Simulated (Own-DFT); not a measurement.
# Strain and stress in bcc W, 16 atoms (W16)

Calculated results; nothing here was measured. They come from Own-DFT, an in-house plane-wave density functional program, since retired, whose code no person has reviewed. Each row is one single-point run on a periodic cell that was not relaxed, without spin or spin-orbit coupling.

Settings of every run: PBE; PseudoDojo norm-conserving scalar-relativistic files; cutoff 50 hartree; 5 x 5 x 5 k mesh centred on Gamma; cold (Marzari-Vanderbilt) smearing of 0.2 eV.

Known limits: forces on such cells failed a check on a denser k mesh; stress not checked against mesh or cutoff.

Unstrained cell vectors in Å: (6.330, 0.000, 0.000); (0.000, 6.330, 0.000); (0.000, 0.000, 6.330). The unstrained cell has measured lattice constants (interpolated for alloys), not those of this functional. That, the random moves and any unrelaxed bonds set the pressure at no strain. Each run strains this cell uniformly, with the atoms carried along. Every atom was also moved at random, by a Gaussian of width 0.05 Å on each axis. Strain is the symmetric tensor, in per cent. Stress is positive in tension, and the pressure is minus a third of its trace.

```
run,e_xx (%),e_yy (%),e_zz (%),e_yz (%),e_xz (%),e_xy (%),s_xx (GPa),s_yy (GPa),s_zz (GPa),s_yz (GPa),s_xz (GPa),s_xy (GPa),P (GPa),E (meV/atom)
1,-0.64,-1.16,0.88,0.32,1.97,-0.95,-12.06,-13.34,-6.98,1.34,6.49,-2.99,10.80,24.6
2,-0.26,-0.46,1.71,0.80,-1.61,0.08,-6.77,-8.38,-0.62,2.08,-5.35,0.53,5.26,32.0
3,-0.89,-1.79,0.44,-0.60,0.63,0.92,-16.76,-19.65,-11.89,-2.04,2.24,3.14,16.10,62.8
4,0.88,-1.04,0.65,-0.09,-1.94,-0.22,-3.33,-9.50,-3.96,-0.03,-6.26,-0.64,5.60,0.0
5,1.73,-0.46,1.45,1.22,-0.91,0.05,2.73,-3.34,1.76,3.57,-2.43,0.51,-0.38,17.6
6,-0.56,-1.27,1.50,-0.11,-0.99,0.74,-10.72,-12.24,-3.39,-0.26,-2.95,2.24,8.78,20.5
7,0.20,1.31,0.61,1.15,1.19,0.00,-2.60,0.70,-1.50,3.19,3.42,-0.42,1.13,16.6
8,-0.21,-0.23,-0.33,-1.05,0.59,-1.26,-9.83,-10.24,-10.71,-3.16,1.42,-4.16,10.26,20.3
9,-0.30,-1.88,1.65,0.38,-0.58,-0.40,-9.63,-15.15,-4.57,1.43,-1.77,-0.88,9.78,33.6
10,1.61,1.65,0.16,-1.41,0.70,-1.54,3.43,4.08,-0.37,-3.63,1.49,-4.28,-2.38,25.8
11,-1.02,-0.97,-1.65,-1.90,-0.06,0.20,-21.03,-20.43,-22.45,-6.24,0.00,0.70,21.30,96.1
12,0.26,-0.92,1.34,-1.35,-0.94,0.72,-5.04,-8.79,-1.95,-3.85,-2.35,1.87,5.26,3.7
13,-0.11,-1.30,-1.99,-1.81,-0.30,-0.02,-16.23,-20.09,-22.92,-6.23,-0.82,-0.22,19.75,61.3
14,0.94,0.55,1.14,-0.21,0.99,-0.91,-0.06,-1.28,1.51,-0.62,2.46,-2.50,-0.06,24.7
15,-0.08,-1.04,0.12,0.55,-1.42,-0.65,?,?,?,?,?,?,?,?
```

E is the free energy for each atom above the lowest run shown.

## Worked fit

Each stress component was fitted by least squares to a constant and the strains of the runs shown, as fractions, with shears doubled. Shear strains stay in the fit of a normal stress only where such slopes are resolved. The slopes, in GPa:

| stress | at no strain | per e_xx | per e_yy | per e_zz | scatter |
|---|---|---|---|---|---|
| s_xx | -8.5 | 540 ± 33 | 203 ± 26 | 246 ± 20 | 0.78 |
| s_yy | -8.5 | 249 ± 28 | 512 ± 22 | 236 ± 17 | 0.68 |
| s_zz | -8.3 | 211 ± 24 | 227 ± 19 | 567 ± 15 | 0.58 |

Each shear stress against twice its own strain: yz 140 ± 5, xz 164 ± 5, xy 150 ± 9 GPa. These are stiffnesses along x, y and z of the frame in which the cell vectors are given, which need not be the crystal's axes. The atoms are held to the strained lattice; where symmetry lets them move under strain, relaxing them would lower some slopes. The table should be nearly symmetric about its diagonal, and what it lacks of that shows the noise. A ninth of its sum, 332 ± 8 GPa, estimates the bulk modulus near the mean pressure of these runs, 7.9 GPa, so it lies above the value at zero pressure.

## Withheld run

Question: what normal stresses and pressure should run 15 give?

The fit gives s_xx = -10.8, s_yy = -13.7, s_zz = -10.2 and P = 11.6 GPa. The calculation gave -10.00, -13.71, -9.76 and P = 11.16 GPa.
